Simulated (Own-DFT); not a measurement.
# Computed records: GaN (wurtzite, strained, atoms displaced)

Computed with Own-DFT development build. A calculation, not a measurement: plane-wave PBE density functional theory by an unreviewed code, no spin, of a simulated periodic cell, stress positive in tension, free energy of the whole cell less one offset for each atom, forces on such cells passed a denser k mesh, this cell's mesh not checked; offsets are fitted by least squares, one for each functional and potential file, so energies compare only between cells with the same atoms and settings and are not formation energies; the far tail of each file's local potential was reset to the Coulomb form; each entry is a single point on an unrelaxed cell, so the pressure reflects the starting lattice, mostly measured values (interpolated for alloys), from which strain is counted, and rises with the displacements; printed positions are rounded, which can move forces by about a meV/angstrom; the program, named Own-DFT, is a retired in-house code; no spin-orbit coupling.

Common to all runs: functional PBE; potential files PseudoDojo norm-conserving, scalar-relativistic, standard set with the stringent files for Ga; wave cutoff 96 hartree; occupations Gaussian; smearing width 0.01 eV; k mesh 3 x 4 x 3 centred on Gamma.

(1) 
```xyz
96
Lattice="12.7560 0.0000 0.1913 -4.7835 8.2853 -0.0718 0.1556 0.0000 10.3700" Properties=species:S:1:pos:R:3:force_x:R:1:force_y:R:1:force_z:R:1 formula=GaN free_energy_of_cell_above_offsets=-4.282 pressure=7.09 stress_xx=-6.7 stress_yy=-7.99 stress_zz=-6.58 stress_yz=-0.27 stress_xz=3.42 stress_xy=1.2
Ga     0.1904     1.8343    10.3520     -2.624      0.513      1.354
Ga     1.5856     0.9700     2.5961     -0.308      0.238      0.705
N     -0.0898     1.7939     1.9879      1.678      1.401     -0.682
N      1.6930     0.9308     4.5681     -0.103     -0.662     -0.252
Ga     0.1464     1.9262     5.1344     -0.799     -2.008      0.639
Ga     1.8131     0.8585     7.8783     -1.392      1.116     -1.416
N      0.1696     1.7730     7.0855     -0.023      1.313      0.921
N      1.6928     1.0054     9.7667      2.002      -1.76      0.053
Ga    -1.6098     4.7642     0.0631      0.321     -2.704     -1.862
Ga     0.0529     3.7490     2.6895       0.04     -1.073     -2.626
N     -1.5377     4.5851     1.8980      0.673      1.046      0.877
N      0.1470     3.6687     4.4927     -0.784      1.449      2.193
Ga    -1.5521     4.7200     5.1489      0.293     -2.718      0.894
Ga     0.0925     3.6910     7.8331     -0.017     -0.575     -0.636
N     -1.4907     4.5956     7.1677       0.16      0.496     -0.651
N      0.1274     3.6716     9.7736      0.011      0.781      0.037
Ga    -2.9642     7.3295    10.2772     -1.852      1.382      1.133
Ga    -1.5720     6.4369     2.5089     -0.056      0.554      0.631
N     -3.1702     7.4390     1.9610      0.714     -1.024     -1.432
N     -1.5339     6.4204     4.4558      1.057       1.23      0.222
Ga    -3.1073     7.2875     5.0394     -0.582      1.834      0.764
Ga    -1.4222     6.5427     7.6864     -0.677     -1.388     -0.184
N     -3.0628     7.4163     7.0660      0.484     -1.033     -0.297
N     -1.4602     6.4462     9.6302      0.684      0.646      0.341
Ga     3.3136     1.9554    10.3938      0.513     -2.475        1.4
Ga     4.8491     0.8838     2.7027     -0.629      1.088     -0.454
N      3.1802     1.8287     2.0547      0.823       0.77     -1.076
N      4.8080     0.9851     4.6252       1.84     -1.236      0.486
Ga     3.2691     1.8416     5.2436     -0.983     -0.059      -0.09
Ga     4.9515     0.9234     7.7987     -0.489      1.323      1.296
N      3.2808     1.8525     7.1775      0.747      0.113      0.668
N      4.9338     0.9071     9.8858     -1.011      0.267     -1.407
Ga     1.5893     4.6103     0.0510     -0.184      0.291     -0.307
Ga     3.2308     3.6912     2.6498      0.205      -0.19      0.179
N      1.6709     4.6699     1.9806     -0.412     -1.783     -0.433
N      3.2131     3.6656     4.6177      1.339      0.015     -0.237
Ga     1.7174     4.5687     5.2738     -0.673     -0.043     -0.168
Ga     3.1515     3.6775     7.8780      2.507     -0.437     -0.904
N      1.7470     4.7039     7.2320     -1.548     -3.308     -1.597
N      3.3773     3.6761     9.7651     -1.603      0.885       0.05
Ga    -0.0873     7.3560     0.0307      1.515      0.524     -0.343
Ga     1.6676     6.4092     2.5809     -0.605      1.122      0.708
N      0.0482     7.3815     1.9861     -0.092     -0.911     -0.394
N      1.6356     6.2990     4.5294      0.697      2.148      0.665
Ga     0.1677     7.3645     5.1754     -0.906      0.372       -0.1
Ga     1.7913     6.3644     7.7832     -1.049      3.461      1.596
N      0.2011     7.4320     7.2066      0.052     -1.401     -1.531
N      1.7152     6.4504     9.7179      0.152      -0.04      0.928
Ga     6.4902     1.8734    10.4090     -0.161     -0.235      1.377
Ga     8.0251     0.8783     2.6686     -0.218      1.411     -0.142
N      6.3782     1.8754     2.0666      0.319     -1.186     -0.589
N      8.1083     0.9523     4.5906     -1.532     -0.591      1.369
Ga     6.4876     1.9140     5.3453      0.007     -0.569     -2.244
Ga     8.1506     0.8892     7.8542     -1.786      0.689      1.175
N      6.5047     1.9006     7.1999      0.476     -0.859      1.054
N      8.0713     1.0179     9.8762      0.762     -1.466     -0.983
Ga     4.9339     4.5015    10.3538      0.191      2.043      1.192
Ga     6.3299     3.6593     2.6583      1.826      0.657     -0.047
N      4.8584     4.6438     1.9953     -1.275     -1.392      -0.81
N      6.4058     3.7237     4.5956      1.312      -0.79      0.292
Ga     4.8969     4.5147     5.2944     -1.643      2.236       0.21
Ga     6.4346     3.7141     7.8240      0.886      0.692      0.553
N      4.8490     4.6154     7.2560     -0.567      0.331      0.012
N      6.4739     3.6644     9.8155      1.622      0.303     -0.841
Ga     3.3343     7.3949    10.4157       -0.9      0.289     -0.196
Ga     4.7668     6.4119     2.5076      1.305      0.834       2.44
N      3.2249     7.3420     1.9997     -0.518      0.526     -0.677
N      4.8745     6.4880     4.6377     -0.498     -0.898     -0.427
Ga     3.2742     7.3986     5.3001      0.432       -0.7     -1.399
Ga     4.8613     6.5597     7.9537      1.202     -1.874     -1.574
N      3.3177     7.3569     7.2570     -0.481      0.576      -0.97
N      4.8849     6.4458     9.8102      0.478      -0.37      1.089
Ga     9.7237     1.8319    10.4131     -0.466      0.634      2.234
Ga    11.1468     0.8822     2.8001      -0.63       0.28     -0.432
N      9.6000     1.8726     2.1156      0.022     -0.578     -1.044
N     11.2466     0.8657     4.7108      0.517      1.202      0.546
Ga     9.6611     1.7922     5.3081      0.522      1.194     -0.295
Ga    11.3000     0.9442     7.9572      0.307      0.119     -1.232
N      9.6381     1.8202     7.2758      1.283      0.189     -0.286
N     11.2351     0.9229     9.8303      1.584      -0.47      0.999
Ga     8.2416     4.5387    10.3995      -4.71      1.721      2.335
Ga     9.6405     3.7396     2.6772     -1.031     -1.294       0.71
N      8.0487     4.5544     2.0337     -0.912      1.177      0.007
N      9.6872     3.6837     4.6309     -0.279      0.154      0.703
Ga     8.0385     4.6517     5.2330      0.452     -1.188      0.741
Ga     9.6717     3.5787     8.0309     -0.078      1.794     -2.224
N      8.1302     4.6398     7.2712     -0.506     -0.437     -0.309
N      9.6682     3.7277     9.8911      4.188     -2.108     -0.396
Ga     6.5281     7.3282    10.4314      0.355      0.256      0.271
Ga     7.9795     6.5378     2.6586      0.182     -1.975      0.274
N      6.4097     7.3580     2.0365     -0.805      0.166     -0.776
N      8.0063     6.4429     4.6594      0.566      0.481     -0.554
Ga     6.4739     7.3887     5.3097     -0.727     -0.613      0.316
Ga     8.0991     6.5056     7.8970      0.122     -0.893      0.093
N      6.4792     7.3955     7.3105      0.117     -0.208     -0.609
N      8.1806     6.3832     9.8862     -0.424       1.19     -0.595
```

Units: free_energy_of_cell_above_offsets in eV; pressure, stress_xx, stress_yy, stress_zz, stress_yz, stress_xz, stress_xy in GPa; force_x, force_y, force_z in eV/Å.

(2) 
```xyz
96
Lattice="12.7560 0.1913 0.0000 -4.6592 8.2135 0.0000 0.0000 0.0000 10.3700" Properties=species:S:1:pos:R:3:force_x:R:1:force_y:R:1:force_z:R:1 formula=GaN free_energy_of_cell_above_offsets=-4.856 pressure=7.01 stress_xx=-7.31 stress_yy=-6.51 stress_zz=-7.23 stress_yz=0.71 stress_xz=-0.71 stress_xy=5.54
Ga     0.0525     1.8032     0.0024     -1.477      0.642      0.232
Ga     1.5905     1.0013     2.6480      1.116     -1.608      0.055
N      0.0593     1.8080     2.0414     -1.378     -0.029     -1.419
N      1.5780     0.9008     4.6437      1.429      0.567       -1.4
Ga     0.0658     1.8663     5.1965     -0.885     -0.722      1.028
Ga     1.6507     0.8332     7.7463     -1.248      2.185      1.105
N      0.0049     1.7139     7.1643      0.931      1.771     -0.339
N      1.5727     0.9356     9.7377      1.665      0.089     -0.576
Ga    -1.5872     4.6535     0.0474      0.643     -1.529     -1.286
Ga     0.0540     3.6166     2.5681     -0.541      1.334       0.22
N     -1.5848     4.5474     1.9154      0.767      0.621      1.263
N      0.0256     3.6325     4.5520      0.653      0.633     -0.315
Ga    -1.4528     4.5713     5.2650       -1.6     -0.164     -1.403
Ga     0.0716     3.6978     7.7406     -0.699     -1.065      0.743
N     -1.6381     4.5082     7.1106      1.787      1.433      1.403
N      0.0678     3.6290     9.6995     -0.261       0.84       0.62
Ga    -3.0670     7.3564    10.3449      0.298     -0.131     -0.144
Ga    -1.5624     6.5034     2.5728      1.044     -1.598       0.48
N     -3.0740     7.2835     1.8344     -1.253      1.267      2.126
N     -1.5146     6.3682     4.5461      0.055      0.805      0.103
Ga    -3.0740     7.3274     5.2415     -0.738     -1.147     -1.066
Ga    -1.5319     6.4820     7.7867      0.682     -1.451      0.343
N     -3.1022     7.3351     7.1328     -0.445     -2.045      0.297
N     -1.4556     6.4582     9.7930     -0.972     -0.439     -1.415
Ga     3.2211     1.8848     0.0082      0.072      0.213     -0.745
Ga     4.7512     1.0365     2.5843      1.146     -0.797      0.103
N      3.2295     1.9430     1.9476     -0.909     -1.093     -0.117
N      4.8445     0.9817     4.5128     -1.298      0.439      0.643
Ga     3.1907     1.9054     5.2497      0.413     -0.132     -1.025
Ga     4.7575     1.0353     7.8014      1.268     -0.372      0.222
N      3.1640     1.8071     7.1456       0.46       1.65      0.507
N      4.8723     0.9222     9.7602     -0.943      1.461     -0.343
Ga     1.6664     4.6216     0.0243     -0.396     -1.054     -0.037
Ga     3.2093     3.6865     2.5986      0.529      0.988      1.546
N      1.6782     4.5618     2.0061     -1.066      0.973     -0.749
N      3.2038     3.7611     4.6305      0.625     -0.794     -0.667
Ga     1.5615     4.5585     5.2547      1.144      1.417     -1.918
Ga     3.2809     3.8055     7.7918     -0.284      -0.96     -0.652
N      1.6640     4.6784     7.1089     -0.416     -1.483      0.944
N      3.2861     3.7582     9.6787      0.245     -0.375      1.237
Ga     0.0547     7.3802     0.0208      1.419     -0.797        0.5
Ga     1.7532     6.4812     2.5280     -0.975     -0.338      1.189
N      0.0565     7.3893     1.9954      0.655     -0.104     -0.346
N      1.7453     6.4653     4.5567     -1.466     -0.383     -0.155
Ga     0.0604     7.3949     5.1946      0.893     -0.774     -0.085
Ga     1.6940     6.4293     7.7341      0.125      1.467      1.268
N      0.0905     7.3949     7.2380       -0.2     -0.297     -1.292
N      1.6746     6.3868     9.7890      0.271      1.526     -0.535
Ga     6.4647     1.8712    10.3191     -1.194      0.536      0.872
Ga     7.9652     1.0606     2.5256      1.394     -0.178      1.573
N      6.4235     1.8893     1.9536     -1.215      1.205     -0.796
N      7.9691     1.0633     4.5481      0.486     -0.009     -0.532
Ga     6.3654     1.9133     5.2026      0.795      0.344     -0.229
Ga     7.9592     1.0527     7.7732      1.892     -0.896     -0.415
N      6.4695     1.9010     7.1479     -2.464      1.444     -0.182
N      7.9857     0.9827     9.7032      0.569      0.591      0.209
Ga     4.9059     4.7014     0.0849     -1.097     -0.388     -0.895
Ga     6.3822     3.7704     2.5810      0.693     -0.027      0.085
N      4.7645     4.6696     1.9923      0.834      0.402     -0.068
N      6.3660     3.7932     4.5538      2.492         -1     -0.627
Ga     4.9251     4.6396     5.2042     -2.804      1.818     -0.269
Ga     6.4767     3.8276     7.7402     -0.186     -0.835       0.02
N      4.8497     4.7166     7.1037      0.565     -0.106      1.118
N      6.4028     3.7159     9.7231      0.734      1.049     -0.178
Ga     3.3001     7.4218    10.3651     -1.725     -0.403      0.608
Ga     4.8984     6.5677     2.6017      0.383      -0.72      0.054
N      3.3466     7.4265     1.9724     -0.705       0.18      -0.97
N      4.8260     6.5595     4.5089        1.2     -0.769      0.481
Ga     3.2812     7.4256     5.1527     -0.229      0.202      1.077
Ga     4.8929     6.5228     7.9658     -0.071      0.278     -4.145
N      3.3026     7.3956     7.2167      0.035     -0.018     -0.716
N      4.8171     6.5811     9.7481      2.214     -1.472      2.199
Ga     9.5190     1.9898    10.3504      1.203     -0.146      0.212
Ga    11.1022     1.1036     2.6295      2.126     -0.702      0.517
N      9.6613     1.9770     1.9585     -2.419      1.094     -0.673
N     11.2668     1.1493     4.5910     -1.128     -1.379     -0.693
Ga     9.6221     1.9763     5.1709     -0.599     -0.207      0.048
Ga    11.1829     1.0455     7.7521     -0.825      0.614      0.244
N      9.5667     2.0181     7.0823      0.085     -0.752      1.239
N     11.1392     1.0530     9.7391      0.414      0.423     -0.145
Ga     8.0196     4.7340    10.3372      0.294      -0.51      0.164
Ga     9.5805     3.9145     2.6304      0.778     -1.228     -0.077
N      8.0487     4.7712     1.9101     -1.302     -0.837      0.181
N      9.6549     3.7897     4.5678     -0.109      1.126     -0.457
Ga     8.0879     4.7782     5.1474      -0.33     -1.088      0.045
Ga     9.5325     3.8740     7.7770      4.425     -3.522      1.254
N      8.1879     4.6795     7.1333     -5.665      2.839      -1.84
N      9.6066     3.7982     9.6804     -0.045      0.601      0.898
Ga     6.5008     7.4652    10.3657       0.06      0.194     -0.066
Ga     7.9987     6.5815     2.5289       2.38     -0.388      0.941
N      6.5421     7.4400     1.9243     -2.358      1.197     -0.278
N      7.9647     6.5546     4.4934      1.743       0.29      0.104
Ga     6.4432     7.4276     5.1871     -0.407       0.94     -0.369
Ga     8.0313     6.4952     7.8187      0.762      0.833     -0.774
N      6.5232     7.4359     7.0900     -0.876     -0.695      1.341
N      8.1749     6.5824     9.7316     -1.687     -0.566     -0.243
```

Units: free_energy_of_cell_above_offsets in eV; pressure, stress_xx, stress_yy, stress_zz, stress_yz, stress_xz, stress_xy in GPa; force_x, force_y, force_z in eV/Å.

(3) 
```xyz
96
Lattice="12.7560 0.0000 0.1913 -4.7835 8.2853 -0.0718 0.1556 0.0000 10.3700" Properties=species:S:1:pos:R:3:force_x:R:1:force_y:R:1:force_z:R:1 formula=GaN free_energy_of_cell_above_offsets=-4.756 pressure=6.99 stress_xx=-6.88 stress_yy=-7.31 stress_zz=-6.78 stress_yz=0.66 stress_xz=3.2 stress_xy=-0.11
Ga     0.1310     1.8904    10.3092     -0.122     -0.534        0.4
Ga     1.6225     0.8969     2.6973     -0.034      -0.19     -2.748
N      0.0633     1.8019     1.9277     -0.427      0.019      0.234
N      1.5861     0.9096     4.5433      1.447      0.183      0.724
Ga     0.1516     1.8685     5.1894     -2.666      0.939      0.281
Ga     1.7598     0.9505     7.7740      -1.77      -0.88      0.075
N      0.0151     1.8289     7.1050      1.787      0.294      0.258
N      1.6312     0.9144     9.6825      1.935      0.122      0.972
Ga    -1.6446     4.5334    -0.0093      0.688      0.945      0.022
Ga     0.0467     3.6305     2.5844     -0.131      0.289      0.527
N     -1.5443     4.5755     1.9663     -0.207     -0.281     -0.389
N      0.1288     3.7592     4.5882     -1.005     -1.055     -0.663
Ga    -1.5292     4.6742     5.1924       0.52     -1.338      0.088
Ga     0.1393     3.6841     7.7326      0.221     -0.688      0.747
N     -1.4265     4.5837     7.1856     -0.433      0.775     -1.206
N      0.2099     3.7341     9.7386     -1.782     -0.866     -0.707
Ga    -3.0541     7.3635    10.2660     -0.108      0.475      0.951
Ga    -1.5321     6.4499     2.5430     -0.101     -0.737      0.364
N     -3.1257     7.3164     1.9774     -0.398      1.007     -0.987
N     -1.5818     6.4386     4.5358      1.723      0.205     -0.678
Ga    -3.0775     7.3929     4.9968     -1.104     -0.727      2.332
Ga    -1.5570     6.3935     7.8211      1.553      0.644     -0.105
N     -3.0248     7.3206     7.1313      -1.13      0.807     -1.273
N     -1.4645     6.4354     9.7578      0.063     -0.219     -0.018
Ga     3.2197     1.8738     0.0846     -0.543     -0.821     -0.879
Ga     4.8144     1.0164     2.6913      1.892     -2.357      0.117
N      3.3000     1.7443     2.0231      -2.44      1.292      -0.49
N      4.9362     0.9521     4.5933     -2.841     -1.445      0.371
Ga     3.1119     1.8938     5.1706      2.433     -0.403      0.741
Ga     4.8510     0.9204     7.8239      0.203      0.127      0.687
N      3.2703     1.8845     7.1975      0.341     -0.433     -1.451
N      5.0228     0.9978     9.8168      -2.52     -1.347     -0.583
Ga     1.7356     4.5767    10.3792      0.382      0.527      0.381
Ga     3.1821     3.6224     2.5791      1.129      0.744      0.081
N      1.6391     4.5419     1.9695     -0.199      0.371     -0.396
N      3.2726     3.6930     4.5216     -0.612     -0.259      0.561
Ga     1.6888     4.6653     5.1939      0.198     -1.612      0.426
Ga     3.3737     3.6495     7.7878     -1.612      1.032      0.636
N      1.6630     4.6178     7.1163      1.497     -0.004      0.531
N      3.3099     3.6797     9.7453      0.481      0.021      0.162
Ga    -0.0241     7.4211     0.0229      0.227     -0.367     -0.671
Ga     1.6530     6.4240     2.5376     -0.372      0.015      0.853
N      0.0195     7.2855     1.9192      0.566       1.25      0.692
N      1.6777     6.3482     4.5542      0.305      2.955      -0.63
Ga     0.1453     7.3297     5.2162      -0.79      0.579     -0.262
Ga     1.7421     6.4378     7.8559     -0.697      0.381     -1.229
N      0.0161     7.4174     7.1712      0.956      -1.37     -0.169
N      1.6787     6.3803     9.7216      0.918      0.934      1.239
Ga     6.3373     1.8777     0.1154       1.89     -0.447      0.631
Ga     8.0333     0.9649     2.8086     -1.094     -0.678     -1.777
N      6.4418     1.7915     2.0613      -0.36      0.996       0.36
N      8.0085     0.9193     4.6690      0.847     -0.141      0.852
Ga     6.4293     1.8067     5.2106      0.258      0.266      1.977
Ga     8.1046     0.9612     7.8627     -1.179     -0.436      1.922
N      6.4041     1.8166     7.2465      1.228      0.299     -1.042
N      8.0913     0.9350     9.9638      0.957     -0.114       -1.6
Ga     4.8899     4.6516    10.3899      0.909     -1.111      0.529
Ga     6.4006     3.6328     2.7476     -0.233      0.472     -1.891
N      4.8046     4.6435     1.9755     -0.217     -0.984      0.662
N      6.3489     3.5738     4.6123       1.04      2.293      1.253
Ga     4.7943     4.6006     5.2789      0.656     -0.046     -0.284
Ga     6.5121     3.6638     7.7987     -0.596     -0.916      1.602
N      4.9016     4.6254     7.2555      0.322     -0.663     -1.005
N      6.5120     3.6225     9.8553      0.073      2.194     -1.138
Ga     3.1908     7.3525     0.0832      -0.16      0.776     -0.711
Ga     4.8405     6.4112     2.7102     -0.986      0.732     -0.474
N      3.1301     7.4861     1.9911      1.453     -1.792      0.694
N      4.7625     6.4696     4.6956      1.979     -0.744     -0.964
Ga     3.2874     7.4031     5.3164     -1.441     -0.257     -1.063
Ga     4.9682     6.3845     7.8734     -0.182      1.927      0.199
N      3.3455     7.3755     7.1797     -0.098     -0.312      1.378
N      5.0477     6.4554     9.8576     -2.044     -0.013     -1.185
Ga     9.6600     1.8953     0.2114     -1.879       -1.2       -2.2
Ga    11.1268     0.9137     2.7600      1.264     -0.128      0.073
N      9.5683     1.7264     2.0379      0.811      1.991      1.938
N     11.2603     0.8988     4.7193      -0.34      0.767     -0.294
Ga     9.6012     1.8389     5.3147      0.866     -1.322      1.146
Ga    11.2658     0.8443     7.9047     -0.601      1.766      0.713
N      9.6516     1.8190     7.3017      0.949      0.953     -0.642
N     11.3058     0.9008     9.8603      0.244      0.565      0.367
Ga     8.0963     4.6853    10.4833     -0.529     -1.678      0.271
Ga     9.6038     3.6990     2.7535     -0.365      -0.44     -0.097
N      7.9764     4.5848     2.0650      0.457      0.427      0.687
N      9.6881     3.5857     4.7446     -0.443      2.123     -0.905
Ga     8.0741     4.5745     5.3270     -0.621      -0.04     -1.556
Ga     9.7649     3.7546     7.9350     -1.542     -1.906     -0.674
N      8.0464     4.5508     7.1966      1.293      0.782      1.078
N      9.6700     3.6758     9.8173      0.407      0.577      1.231
Ga     6.5644     7.3595    10.4388     -0.636      1.371      1.045
Ga     7.9819     6.5333     2.7156      0.403     -1.667     -0.045
N      6.4273     7.3562     2.0420     -0.734      0.311      0.173
N      8.0337     6.4740     4.6790      0.481     -1.072     -0.252
Ga     6.4735     7.3713     5.2240      -0.78     -0.015      1.176
Ga     8.0939     6.4129     7.8499      0.418       0.34       0.44
N      6.5846     7.4017     7.2585     -1.207     -2.068     -1.147
N      8.0690     6.4784     9.8900       1.64     -0.738     -1.367
```

Units: free_energy_of_cell_above_offsets in eV; pressure, stress_xx, stress_yy, stress_zz, stress_yz, stress_xz, stress_xy in GPa; force_x, force_y, force_z in eV/Å.
